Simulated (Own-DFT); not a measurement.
# How much smaller does PBEsol make it? L1_0 TiAl, 32 atoms (Al16Ti16)

The numbers are computed, not measured, by runs of the plane-wave DFT program Own-DFT (in-house, retired, unreviewed) at fixed positions, with no spin and no spin-orbit coupling.

Caveats: forces on such cells failed a check on a denser k mesh; stress not checked against mesh or cutoff.

Each geometry was run with PBE and with PBEsol, otherwise alike: PseudoDojo norm-conserving scalar-relativistic files made for PBE; cutoff 42 hartree; 4 x 4 x 4 k mesh centred on Gamma; cold (Marzari-Vanderbilt) smearing of 0.2 eV. Unstrained cell vectors in Å: (5.622, 5.622, 0.000); (-5.621, 5.621, 0.000); (0.000, 0.000, 8.133). Each has a uniform strain, of which the change of volume is shown, and random moves of rms u per axis.

```
run  volume change (%)   u (Å)  P with PBE (GPa)  P with PBEsol (GPa)
  1               2.00  0.0478             -0.42                -3.18
  2              -0.44  0.0488              2.42                -0.44
  3               0.87  0.0583              1.39                -1.42
  4              -3.08  0.0456              5.51                 2.52
  5              -1.80  0.0448              3.95                 1.02
  6               0.17  0.0441              1.49                -1.35
  7              -2.97  0.0482              5.78                 2.80
  8               0.52  0.0473              1.14                -1.68
  9              -0.46  0.0455              2.19                -0.67
 10              -1.32  0.0466              3.52                 0.61
 11              -1.25  0.0535              3.77                 0.87
 12              -1.11  0.0471              3.20                    ?
```

Q: by how much does PBEsol shrink this cell, and what belongs in the blank?

## Answer

Write v for the change of volume as a fraction. Fitted to v and u², the PBE pressure has a slope of -124 ± 2 GPa in v, with the ions held to the strained lattice. The difference PBEsol less PBE is -2.85 + 4.5 v GPa (slope ± 0.1) and averages -2.88 GPa. Divided by the mean slope of the two, 122 GPa, that makes PBEsol's volume at a given pressure, near 1 GPa, about 2.4 % smaller, or 0.79 % in lengths. At one volume PBEsol's slope is the smaller by 5 GPa, but its pressure there is lower too. If stiffness rises by about 4 GPa for each GPa, PBEsol at equal pressure is stiffer by about 7 GPa. Files made for PBEsol would give a different shift.

For run 12 the line gives 0.30 GPa. The calculation gave 0.30 GPa.
